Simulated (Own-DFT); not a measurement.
# Computed records: SiC (4H silicon carbide, atoms displaced), GaN (wurtzite, strained, atoms displaced), GaP (zincblende, atoms displaced)

Computed with Own-DFT development build. A calculation, not a measurement: plane-wave PBE density functional theory by an unreviewed code, no spin, of a simulated periodic cell, stress positive in tension, free energy of the whole cell less one offset for each atom, forces on such cells passed a denser k mesh, this cell's mesh not checked; offsets are fitted by least squares, one for each functional and potential file, so energies compare only between cells with the same atoms and settings and are not formation energies; the far tail of each file's local potential was reset to the Coulomb form; each entry is a single point on an unrelaxed cell, so the pressure reflects the starting lattice, mostly measured values (interpolated for alloys), from which strain is counted, and rises with the displacements; printed positions are rounded, which can move forces by about a meV/angstrom; the program, named Own-DFT, is a retired in-house code; no spin-orbit coupling.

Settings shared by all entries: functional PBE.

(1) SiC (4H silicon carbide, atoms displaced)

```
SiC
1.0
     12.3308     0.0000     0.0000
     -6.1654    10.6788     0.0000
      0.0000     0.0000    10.0681
Si C Si C Si C Si C Si C Si C Si C Si C Si C Si C Si C Si C Si C Si C Si C Si C Si C Si C Si C Si C Si C Si C Si C Si C Si C Si C Si C Si C Si C Si C Si C Si C
2 2 2 2 2 2 2 2 2 2 2 2 2 2 2 2 2 2 2 2 2 2 2 2 2 2 2 2 2 2 2 2 2 2 2 2 2 2 2 2 2 2 2 2 2 2 2 2 2 2 2 2 2 2 2 2 2 2 2 2 2 2 2 2
Direct
  0.99956 0.00053 0.40915
  0.08161 0.16350 0.16035
  0.00088 0.99679 0.09563
  0.08500 0.17224 0.34370
  0.99872 0.25096 0.40244
  0.08588 0.41500 0.16105
  0.00424 0.25306 0.09466
  0.08014 0.41518 0.34107
  0.99876 0.50215 0.40249
  0.08432 0.66755 0.15450
  0.00295 0.50312 0.09620
  0.08531 0.66871 0.34375
  0.99598 0.74381 0.40633
  0.07897 0.91610 0.15843
  0.00032 0.74588 0.09742
  0.08229 0.91523 0.34338
  0.24800 0.99977 0.40539
  0.33237 0.16598 0.15853
  0.25035 0.99950 0.09628
  0.33465 0.16599 0.34186
  0.25003 0.24759 0.40818
  0.33725 0.42260 0.16023
  0.25480 0.24983 0.09056
  0.33444 0.41378 0.34495
  0.25054 0.50235 0.40688
  0.33780 0.67493 0.15796
  0.25085 0.50302 0.09656
  0.33314 0.66906 0.34243
  0.25276 0.75241 0.40593
  0.33451 0.91759 0.15205
  0.24934 0.74683 0.08665
  0.33258 0.92046 0.34304
  0.49866 0.99497 0.40523
  0.57847 0.16534 0.15704
  0.49848 0.00221 0.09120
  0.58318 0.16632 0.34142
  0.50086 0.24993 0.40983
  0.58444 0.41192 0.15449
  0.49922 0.24718 0.09465
  0.58763 0.41975 0.34309
  0.50407 0.50006 0.39920
  0.58189 0.66313 0.15823
  0.49855 0.49808 0.10163
  0.58407 0.67282 0.33742
  0.49300 0.74635 0.41277
  0.58564 0.92058 0.15335
  0.49946 0.74545 0.08988
  0.58426 0.91522 0.34305
  0.74801 0.99583 0.40390
  0.83483 0.16434 0.15813
  0.74388 0.99821 0.09296
  0.83425 0.16498 0.34444
  0.75179 0.25034 0.41166
  0.83496 0.41406 0.16065
  0.74950 0.25010 0.09174
  0.83487 0.41462 0.33972
  0.75048 0.49923 0.40923
  0.83611 0.66783 0.15738
  0.74601 0.49501 0.08986
  0.83373 0.66802 0.34537
  0.74840 0.74478 0.40266
  0.83405 0.91739 0.15430
  0.75076 0.74847 0.08823
  0.82719 0.91165 0.34574
  0.99624 0.99424 0.90911
  0.91506 0.83421 0.65322
  0.00476 0.00177 0.59215
  0.91830 0.83507 0.84923
  0.00086 0.75100 0.90599
  0.91521 0.57949 0.65238
  0.00240 0.75260 0.58963
  0.91578 0.58236 0.84644
  0.00259 0.50173 0.90315
  0.91385 0.33197 0.65757
  0.99959 0.50179 0.59529
  0.92069 0.33286 0.84069
  0.99595 0.24214 0.90459
  0.91671 0.08316 0.65549
  0.99995 0.24708 0.59353
  0.91891 0.08360 0.84380
  0.75098 0.00157 0.90948
  0.66605 0.83308 0.65899
  0.75605 0.00386 0.59303
  0.66106 0.82824 0.84004
  0.74993 0.75065 0.90394
  0.66824 0.58400 0.65314
  0.74659 0.74807 0.59411
  0.66687 0.58470 0.84572
  0.74863 0.49718 0.90526
  0.66314 0.33269 0.65669
  0.74698 0.49863 0.59750
  0.66588 0.33465 0.84474
  0.75263 0.25301 0.91113
  0.66572 0.08337 0.65259
  0.74661 0.24843 0.59620
  0.66434 0.08044 0.84230
  0.49886 0.00115 0.90620
  0.41996 0.83904 0.65118
  0.49484 0.99620 0.59436
  0.41655 0.83081 0.84241
  0.50185 0.75117 0.90361
  0.41948 0.58523 0.65648
  0.50368 0.74889 0.59679
  0.41726 0.58778 0.84369
  0.49994 0.49730 0.90850
  0.41526 0.33231 0.65492
  0.50006 0.50173 0.59330
  0.41878 0.33692 0.84431
  0.50074 0.25144 0.91002
  0.41883 0.07796 0.65444
  0.50258 0.25415 0.59474
  0.41830 0.08591 0.84223
  0.24717 0.99723 0.90425
  0.16778 0.83330 0.65346
  0.25331 0.00027 0.59493
  0.17010 0.83662 0.84517
  0.25091 0.75160 0.90371
  0.16348 0.58113 0.65639
  0.25190 0.74521 0.59780
  0.16673 0.58411 0.84655
  0.25173 0.50386 0.90499
  0.16361 0.33111 0.65703
  0.25172 0.50462 0.59072
  0.17261 0.33649 0.84566
  0.25348 0.24809 0.90439
  0.16771 0.08624 0.65477
  0.25123 0.24882 0.59699
  0.16416 0.07466 0.84359
```

- potential files: PseudoDojo norm-conserving, scalar-relativistic, standard set
- wave cutoff: 42 hartree
- occupations: Fermi-Dirac
- smearing width: 0.1 eV
- hardware: one NVIDIA H200
- k mesh: 3 x 3 x 3 centred on Gamma
- free energy of cell above offsets: -18.950 eV
- pressure: 3.7 GPa
- stress xx: -3.46 GPa
- stress yy: -2.94 GPa
- stress zz: -4.7 GPa
- stress yz: -0.22 GPa
- stress xz: -0.1 GPa
- stress xy: -0.1 GPa
- wall time: 585.5 s

Force:
```csv
element,x (eV/Å),y (eV/Å),z (eV/Å)
Si,-0.169,-0.147,-1.162
Si,1.004,1.125,-1.345
C,-1.441,0.815,-0.234
C,0.339,-1.378,0.646
Si,0.396,-0.052,0.979
Si,-0.589,1.169,-1.72
C,-0.436,-1.624,-0.292
C,0.445,0.671,1.612
Si,0.917,-0.238,0.438
Si,0.713,-0.282,0.328
C,0.036,-1.217,-0.466
C,0.023,-0.257,-0.043
Si,0.565,1.789,-0.36
Si,2.042,-0.695,-0.058
C,-0.668,1.241,-0.844
C,-0.55,-0.011,0.63
Si,0.217,0.123,0.209
Si,0.166,-0.074,-0.832
C,-0.713,-0.132,-0.697
C,-0.336,0.204,1.2
Si,0.103,0.517,-0.352
Si,-0.8,-1.667,-0.821
C,-1.202,0.183,0.901
C,-0.543,0.696,0.549
Si,0.147,-0.81,-0.629
Si,0.108,-1.636,-1.13
C,0.437,0.17,-0.047
C,-0.041,-0.217,0.525
Si,-0.783,0.002,0.443
Si,-0.613,-0.687,0.438
C,-0.228,1.31,1.399
C,0.879,-1.038,-0.149
Si,-0.42,1.161,-0.499
Si,1.364,0.325,-0.33
C,0.728,-0.406,0.403
C,0.317,-0.123,1.36
Si,0.013,0.204,-0.906
Si,-0.711,0.734,0.441
C,-0.561,0.204,0.049
C,0.254,-1.078,0.064
Si,-1.099,0.644,1.062
Si,0.239,0.987,-1.5
C,1.054,-0.026,-1.403
C,0.149,-1.393,1.955
Si,1.669,0.868,-1.273
Si,-1.211,-1.881,0.415
C,-0.012,1.549,0.53
C,-0.844,-0.306,0.26
Si,0.109,0.645,0.652
Si,-0.722,0.905,-0.595
C,2.197,0.852,0.112
C,-0.601,-0.233,0.19
Si,-0.386,-0.53,-1.48
Si,-0.474,0.605,-2.269
C,0.385,-0.563,1.403
C,-0.778,0.296,2.217
Si,0.153,-0.082,-0.644
Si,-0.678,-1.149,-0.87
C,0.998,0.825,1.14
C,0.271,-1.214,-0.262
Si,-1.13,1.047,0.774
Si,-0.507,-1.065,0.462
C,-0.269,0.363,1.237
C,1.373,0.727,-0.581
Si,0.705,1.614,-0.328
Si,0.675,-0.151,0.577
C,-1.151,-0.234,0.526
C,-0.407,-1.034,-1.552
Si,0.359,-0.492,0.372
Si,-0.611,1.383,1.351
C,-0.476,-0.965,0.947
C,0.159,0.265,-0.95
Si,-0.247,-0.508,1.187
Si,0.742,0.021,-0.516
C,0.133,-1.152,-1.104
C,-0.83,-0.098,1.063
Si,1.067,2.677,0.614
Si,0.772,0.074,0.047
C,-0.805,0.731,-0.411
C,-0.303,-1.52,0.176
Si,-0.511,-0.765,-1.514
Si,0.475,0.539,-1.034
C,-1.392,-1.192,-0.18
C,1.42,1.744,1.197
Si,-0.097,-0.512,0.043
Si,-1.068,-0.281,1.339
C,0.688,0.579,-0.575
C,0.317,-0.526,-0.538
Si,-0.203,0.973,0.08
Si,0.565,0.161,0.703
C,0.955,0.026,-1.029
C,0.496,-0.681,-0.105
Si,-0.126,-0.597,-1.701
Si,0.467,-0.613,0.976
C,0.083,0.56,-0.282
C,0.291,0.946,0.294
Si,0.225,-0.492,-0.613
Si,0.383,-2.866,1.879
C,1.881,1.231,-1.46
C,-0.3,1.182,-0.137
Si,-0.864,-0.502,0.473
Si,-0.539,-0.59,0.32
C,-1.269,0.879,-0.657
C,0.724,-1.145,0.076
Si,-0.716,1.467,0.211
Si,0.437,0.97,0.51
C,0.514,-0.442,-0.734
C,0.477,-1.106,-0.239
Si,-0.086,-0.267,-0.962
Si,-1.891,1.944,0.739
C,-0.301,-1.589,-0.206
C,-0.232,-0.399,0.274
Si,1.06,0.933,0.873
Si,0.289,-0.061,0.487
C,-0.602,0.097,-0.669
C,-0.532,-1.346,-0.708
Si,0.365,-0.311,-0.376
Si,0.861,0.251,0.527
C,-0.91,1.26,-1.156
C,-0.05,0.107,-0.953
Si,0.293,-0.486,0.833
Si,0.727,1.078,0.067
C,0.047,-1.078,0.705
C,-0.876,-1.029,-0.248
Si,-0.804,-0.156,0.286
Si,1.028,-1.257,0.826
C,-0.684,0.362,-0.746
C,-1.09,1.637,-0.129
```

(2) SiC (4H silicon carbide, atoms displaced)

```
SiC
1.0
      6.1654     0.0000     0.0000
     -3.0827     5.3394     0.0000
      0.0000     0.0000    10.0681
Si C Si C Si C Si C Si C Si C Si C Si C
2 2 2 2 2 2 2 2 2 2 2 2 2 2 2 2
Direct
  0.99178 0.01066 0.40641
  0.17441 0.31732 0.15748
  0.98808 0.96473 0.08836
  0.16577 0.35360 0.35520
  0.98392 0.49981 0.40280
  0.16336 0.80264 0.14908
  0.98263 0.49983 0.10178
  0.15419 0.81129 0.34543
  0.51404 0.01862 0.41953
  0.64352 0.30547 0.13776
  0.47888 0.99672 0.08836
  0.65594 0.30389 0.35879
  0.51551 0.50629 0.41205
  0.67051 0.84270 0.16320
  0.45268 0.50354 0.09536
  0.68498 0.87665 0.35939
  0.00126 0.98968 0.88578
  0.84367 0.68504 0.65521
  0.99741 0.99901 0.59213
  0.81275 0.68403 0.84872
  0.98617 0.50195 0.90110
  0.84032 0.15202 0.65331
  0.00518 0.49717 0.58905
  0.80781 0.14878 0.84261
  0.51914 0.01485 0.90515
  0.34856 0.66779 0.66359
  0.50380 0.01249 0.58758
  0.31616 0.67154 0.83743
  0.50627 0.51489 0.91836
  0.35871 0.18493 0.65833
  0.49507 0.51073 0.59500
  0.34475 0.19643 0.83594
```

* potential files: PseudoDojo norm-conserving, scalar-relativistic, standard set
* wave cutoff: 42 hartree
* occupations: Fermi-Dirac
* smearing width: 0.1 eV
* hardware: one NVIDIA H100
* k mesh: 5 x 5 x 3 centred on Gamma
* free energy of cell above offsets: 3.366 eV
* pressure: 10.19 GPa
* stress xx: -7.28 GPa
* stress yy: -14.14 GPa
* stress zz: -9.15 GPa
* stress yz: 1.67 GPa
* stress xz: 4.07 GPa
* stress xy: -3.92 GPa
* wall time: 115.1 s

Force:
```csv
element,x (eV/Å),y (eV/Å),z (eV/Å)
Si,4.538,1.085,0.108
Si,-6.22,-3.492,2.803
C,-0.091,2.361,-0.257
C,2.622,-1.563,-2.06
Si,1.389,-0.439,1.491
Si,-2.544,3.482,3.258
C,0.936,-4.965,-3.327
C,-0.355,3.814,-0.986
Si,-2.698,-5.886,-2.11
Si,-0.629,3.845,4.079
C,2.463,-1.826,-0.633
C,-2.145,6.58,-4.457
Si,-1.858,0.21,-0.777
Si,-0.447,-0.298,0.105
C,6.987,2.914,-0.842
C,-0.783,-4.811,-3.387
Si,-0.381,4.598,4.045
Si,0.283,-3.143,-0.198
C,2.359,0.771,0.508
C,2.795,-3.682,-2.28
Si,0.215,-0.297,0.625
Si,-2.973,2.788,0.03
C,-0.466,0.458,2.106
C,4.811,3.343,-1.525
Si,-5.356,-3.187,-0.074
Si,-3.492,1.012,-2.955
C,0.919,-1.218,5.023
C,0.982,0.459,3.15
Si,-3.214,-0.571,-2.246
Si,-1.32,-0.426,-1.618
C,2.999,-0.295,-0.066
C,0.672,-1.62,2.467
```

(3) GaN (wurtzite, strained, atoms displaced)

```
GaN
1.0
     12.7560     0.0000     0.0000
     -4.7835     8.2853     0.0000
      0.0000     0.0000    10.4996
Ga N Ga N Ga N Ga N Ga N Ga N Ga N Ga N Ga N Ga N Ga N Ga N Ga N Ga N Ga N Ga N Ga N Ga N Ga N Ga N Ga N Ga N Ga N Ga N
2 2 2 2 2 2 2 2 2 2 2 2 2 2 2 2 2 2 2 2 2 2 2 2 2 2 2 2 2 2 2 2 2 2 2 2 2 2 2 2 2 2 2 2 2 2 2 2
Direct
  0.07993 0.21449 0.99640
  0.17030 0.10705 0.25235
  0.07780 0.22646 0.18693
  0.16410 0.11162 0.44104
  0.08960 0.22128 0.49634
  0.16457 0.11794 0.74652
  0.08154 0.22942 0.67716
  0.16284 0.11348 0.94048
  0.07956 0.55206 0.00101
  0.15973 0.44042 0.24378
  0.09472 0.57218 0.19260
  0.17168 0.45168 0.43506
  0.08241 0.55895 0.49429
  0.16673 0.44502 0.73869
  0.08930 0.56603 0.68034
  0.16693 0.43804 0.93627
  0.08272 0.88822 0.99822
  0.16573 0.77648 0.24226
  0.08785 0.89065 0.18982
  0.17369 0.76890 0.43690
  0.08191 0.89225 0.50003
  0.17009 0.78023 0.75095
  0.08056 0.88956 0.69028
  0.15795 0.77138 0.94912
  0.33976 0.22553 0.99904
  0.42079 0.11716 0.25008
  0.33799 0.22595 0.18856
  0.41534 0.10379 0.43650
  0.33806 0.22416 0.50230
  0.41342 0.10648 0.75085
  0.32610 0.21910 0.68330
  0.42674 0.11639 0.93656
  0.33861 0.55263 0.99189
  0.41487 0.44094 0.25464
  0.33517 0.55090 0.19662
  0.41629 0.43671 0.43210
  0.32742 0.55226 0.49938
  0.42163 0.44286 0.75232
  0.32468 0.56288 0.67969
  0.41571 0.44387 0.93986
  0.33270 0.88425 0.99581
  0.41062 0.76663 0.24703
  0.33497 0.88494 0.19286
  0.41760 0.78210 0.43104
  0.32645 0.89058 0.49786
  0.41644 0.78149 0.75326
  0.32960 0.89023 0.69182
  0.40730 0.76101 0.94556
  0.58845 0.22873 0.99938
  0.65885 0.10637 0.25208
  0.58004 0.22377 0.18858
  0.66660 0.11417 0.44333
  0.57639 0.21133 0.49912
  0.66413 0.10344 0.74854
  0.58014 0.22114 0.69128
  0.66697 0.10919 0.93407
  0.58137 0.54595 0.00363
  0.66763 0.45040 0.25141
  0.58566 0.56308 0.18412
  0.66985 0.45252 0.44404
  0.57730 0.55378 0.50037
  0.66986 0.45308 0.74980
  0.58140 0.55532 0.68711
  0.67140 0.44023 0.93878
  0.58227 0.88617 0.99801
  0.66448 0.77541 0.24608
  0.58375 0.89421 0.18806
  0.66537 0.77511 0.44193
  0.58430 0.89374 0.49755
  0.66512 0.77341 0.75439
  0.58691 0.88592 0.68653
  0.67412 0.78852 0.93887
  0.83625 0.23149 0.00156
  0.92087 0.11950 0.24590
  0.82923 0.21457 0.18809
  0.92176 0.12016 0.44403
  0.82948 0.22064 0.49929
  0.91459 0.10159 0.75054
  0.81985 0.21276 0.69151
  0.92101 0.11237 0.93814
  0.82464 0.54766 0.99948
  0.91573 0.44281 0.24174
  0.82962 0.55617 0.18368
  0.92057 0.45493 0.43533
  0.83571 0.55695 0.49877
  0.91713 0.44987 0.75290
  0.83994 0.55551 0.68188
  0.91522 0.44543 0.93987
  0.83623 0.88484 0.00108
  0.92296 0.77688 0.24780
  0.83940 0.89314 0.18948
  0.91310 0.77203 0.43719
  0.83699 0.89314 0.50533
  0.92103 0.77674 0.75145
  0.83714 0.89092 0.69593
  0.91312 0.76418 0.94196
```

* potential files: PseudoDojo norm-conserving, scalar-relativistic, standard set with the stringent files for Ga
* wave cutoff: 96 hartree
* occupations: Gaussian
* smearing width: 0.01 eV
* k mesh: 3 x 4 x 3 centred on Gamma
* free energy of cell above offsets: -5.581 eV
* pressure: 4.6 GPa
* stress xx: -5.75 GPa
* stress yy: -7.22 GPa
* stress zz: -0.82 GPa
* stress yz: -0.33 GPa
* stress xz: 0 GPa
* stress xy: -0.74 GPa

Force:
```csv
element,x (eV/Å),y (eV/Å),z (eV/Å)
Ga,-0.253,1.62,0.899
Ga,-0.896,1.004,-0.227
N,2.101,-0.573,-0.526
N,2.087,-0.553,-1.014
Ga,-2.044,1.636,-0.129
Ga,-0.5,-0.505,0.48
N,0.283,-1.078,1.34
N,2.117,-0.702,-0.813
Ga,1.227,-0.329,0.137
Ga,1.484,1.023,1.084
N,-1.44,-3.766,-1.763
N,-1.115,-1.565,-0.535
Ga,0.749,-0.961,0.501
Ga,-1.131,0.031,1.405
N,-0.924,-1.014,1.072
N,-0.454,0.642,-0.299
Ga,-0.64,0.306,0.433
Ga,1.128,2.263,1.84
N,-0.546,0.208,-0.564
N,-2.965,1.543,-0.984
Ga,0.62,-1.267,0.021
Ga,-1.338,-0.509,0.517
N,1.045,0.691,-0.304
N,1.507,0.809,-1.776
Ga,-0.786,-1.195,0.337
Ga,-0.447,-1.648,-0.069
N,-0.456,-0.637,-0.415
N,-0.827,1.047,0.003
Ga,-0.432,-0.607,-0.706
Ga,0.124,1.072,-0.144
N,1.099,0.671,1.077
N,-1.514,-0.908,0.167
Ga,-2.228,-1.675,2.292
Ga,0.239,0.627,-1.031
N,-0.662,-0.747,-1.877
N,-0.54,0.512,1.642
Ga,1.157,1.426,-0.926
Ga,-1.74,-0.129,-0.654
N,2.691,0.034,1.203
N,1.701,-0.444,-1.008
Ga,-0.51,0.39,1.472
Ga,0.474,1.138,0.521
N,-0.59,1.119,-1.368
N,0.144,-0.258,1.381
Ga,2.264,-0.687,0.442
Ga,0.339,-0.492,-0.683
N,1.004,0.222,-0.447
N,0.726,2.914,-1.69
Ga,0.703,-1.684,0.318
Ga,0.544,0.676,0.102
N,0.997,0.857,-0.232
N,-0.093,-0.206,-1.262
Ga,0.297,1.871,0.982
Ga,-1.316,0.298,0.568
N,-0.058,0.204,-0.491
N,-0.192,0.157,0.874
Ga,0.238,1.464,-0.635
Ga,-0.095,-0.292,0.798
N,-0.098,-1.44,0.489
N,-0.505,-1.36,-0.793
Ga,0.876,0.404,-0.274
Ga,0.791,-1.235,-0.689
N,0.361,0.055,0.401
N,-2.372,0.437,-1.119
Ga,-0.069,0.616,0.626
Ga,0.496,1.578,0.902
N,0.064,-1.185,-0.423
N,0.12,0.635,-0.561
Ga,-0.154,-1.336,0.038
Ga,0.341,0.789,-0.322
N,-1.195,-0.514,0.278
N,-0.546,-1.997,0.038
Ga,0.231,-2.099,-0.509
Ga,-0.639,-1.655,1.39
N,-0.664,1.119,-0.095
N,-0.36,-0.825,-0.958
Ga,0.881,1.113,0.723
Ga,-0.766,2.31,0.18
N,2.673,1.699,-0.717
N,-1.259,-0.605,-0.236
Ga,1.888,1.117,0.772
Ga,0.003,0.361,1.043
N,0.85,-0.229,0.386
N,-0.16,-1.595,-0.735
Ga,-0.271,-0.318,-0.072
Ga,1.172,-1.193,-0.752
N,-1.566,0.43,1.103
N,0.049,0.247,-0.154
Ga,-0.032,0.79,0.37
Ga,-1.287,0.23,0.429
N,-0.274,-0.464,-0.05
N,0.44,1.363,-0.114
Ga,-0.44,-0.245,-0.622
Ga,-0.77,-0.451,0.342
N,-0.159,-1.809,-0.962
N,-0.007,1.218,-0.686
```

(4) GaP (zincblende, atoms displaced)

```
GaP
1.0
     10.9010     0.0000     0.0000
      0.0000    10.9010     0.0000
      0.0000     0.0000    10.9010
Ga P Ga P Ga P Ga P Ga P Ga P Ga P Ga P
4 4 4 4 4 4 4 4 4 4 4 4 4 4 4 4
Direct
  0.01901 0.99697 0.00511
  0.99261 0.25469 0.24338
  0.25387 0.98979 0.24929
  0.25434 0.25814 0.99745
  0.12457 0.11071 0.12636
  0.11675 0.35804 0.37568
  0.36802 0.11709 0.37200
  0.37834 0.36272 0.14034
  0.00454 0.00157 0.51073
  0.99195 0.25032 0.73955
  0.25505 0.99811 0.73624
  0.24284 0.24699 0.50183
  0.12328 0.12458 0.60366
  0.11578 0.38195 0.87687
  0.37301 0.10642 0.87859
  0.36476 0.37499 0.62404
  0.00339 0.49647 0.01954
  0.99262 0.74102 0.26420
  0.25368 0.49414 0.24799
  0.24985 0.75966 0.00616
  0.12962 0.61160 0.13627
  0.12249 0.86775 0.37861
  0.38385 0.61875 0.37109
  0.38868 0.87895 0.12588
  0.00253 0.50522 0.51099
  0.99107 0.74280 0.75459
  0.24659 0.50109 0.74337
  0.25208 0.74945 0.50606
  0.12852 0.63404 0.61664
  0.12588 0.89054 0.88707
  0.37692 0.63446 0.87538
  0.36242 0.88148 0.64904
  0.50552 0.00280 0.01332
  0.50498 0.25694 0.25378
  0.75757 0.01677 0.23587
  0.75604 0.24589 0.01151
  0.61297 0.12987 0.12798
  0.60882 0.36503 0.37072
  0.87254 0.12684 0.36958
  0.86441 0.38551 0.12370
  0.50394 0.99646 0.49666
  0.48846 0.25634 0.75049
  0.76322 0.01016 0.75711
  0.73845 0.24549 0.50977
  0.61216 0.13267 0.63871
  0.62148 0.37380 0.88161
  0.87352 0.13349 0.86842
  0.87757 0.36959 0.61829
  0.49341 0.49653 0.01337
  0.51873 0.75306 0.24540
  0.74254 0.48552 0.25371
  0.75570 0.73912 0.99430
  0.61671 0.62503 0.12401
  0.63449 0.87891 0.35910
  0.87690 0.62637 0.37926
  0.86375 0.86801 0.12076
  0.50534 0.50177 0.49998
  0.48735 0.75547 0.75228
  0.73852 0.51092 0.73541
  0.75802 0.75015 0.49367
  0.62467 0.61437 0.63689
  0.62966 0.86753 0.87502
  0.87961 0.62059 0.88147
  0.89119 0.87477 0.63704
```

- potential files: PseudoDojo norm-conserving, scalar-relativistic, standard set
- wave cutoff: 42 hartree
- occupations: Fermi-Dirac
- smearing width: 0.1 eV
- hardware: one NVIDIA H100
- k mesh: 3 x 3 x 3 centred on Gamma
- free energy of cell above offsets: -26.470 eV
- pressure: 4.82 GPa
- stress xx: -4.86 GPa
- stress yy: -5.11 GPa
- stress zz: -4.48 GPa
- stress yz: -1.07 GPa
- stress xz: -0.67 GPa
- stress xy: 0.14 GPa
- wall time: 595.5 s

Force:
```csv
element,x (eV/Å),y (eV/Å),z (eV/Å)
Ga,-3.934,0.523,0.4
Ga,0.155,-0.896,-0.239
Ga,-0.529,-0.197,0.177
Ga,-0.442,-1.29,-0.156
P,0.874,2.762,1.126
P,0.519,2.243,-0.033
P,0.852,0.815,0.603
P,-1.113,1.148,-1.863
Ga,-1.449,-1.512,-2.449
Ga,1.333,-0.224,0.682
Ga,-4.256,3.896,3.483
Ga,1.464,0.497,-1.341
P,0.567,0.499,3.778
P,0.561,-0.702,-0.427
P,0.05,1.986,-0.236
P,0.571,0.042,-0.523
Ga,-0.063,0.468,-1.561
Ga,0.984,1.19,-1.869
Ga,-0.03,-0.896,1.631
Ga,0.114,-0.538,-0.104
P,-0.31,2.235,-0.398
P,0.326,0.505,-0.068
P,-0.338,1.243,0.298
P,-1.062,-1.175,0.761
Ga,0.022,-0.824,-1.318
Ga,1.927,0.218,0.921
Ga,-0.172,0.808,0.99
Ga,1.221,0.706,-1.216
P,-0.843,-0.944,1.923
P,1.317,-2.794,-3.068
P,-1.201,-1.61,0.901
P,3.741,-3.699,-5.314
Ga,0.117,-0.833,-2.242
Ga,-1.916,-3.153,-0.475
Ga,-0.39,-1.08,0.197
Ga,-1.087,0.149,-1.332
P,1.738,0.653,0.124
P,2.893,1.842,2.805
P,0.088,0.109,1.252
P,0.782,-1.347,0.378
Ga,-0.33,0.108,0.311
Ga,-0.308,-0.137,1.482
Ga,-1.887,-1.587,-0.857
Ga,0.26,-0.13,-1.063
P,1.024,-1.477,-0.925
P,0.175,0.32,-0.304
P,1.453,0.064,2.164
P,-1.346,1.432,0.029
Ga,-0.165,-0.094,-1.12
Ga,-1.79,-0.089,0.612
Ga,-0.672,1.801,0.588
Ga,-1.191,0.427,0.372
P,1.901,-1.011,-0.263
P,0.456,0.498,1.836
P,-1.063,-2.429,0.333
P,1.612,0.53,0.389
Ga,-0.702,-0.473,0.22
Ga,1.727,-0.192,0.37
Ga,3.898,-4.095,4.129
Ga,-0.816,0.833,1.13
P,-3.187,4.472,-3.805
P,-0.011,1.03,0.015
P,-0.046,-1.326,-0.655
P,-2.074,0.705,-1.19
```
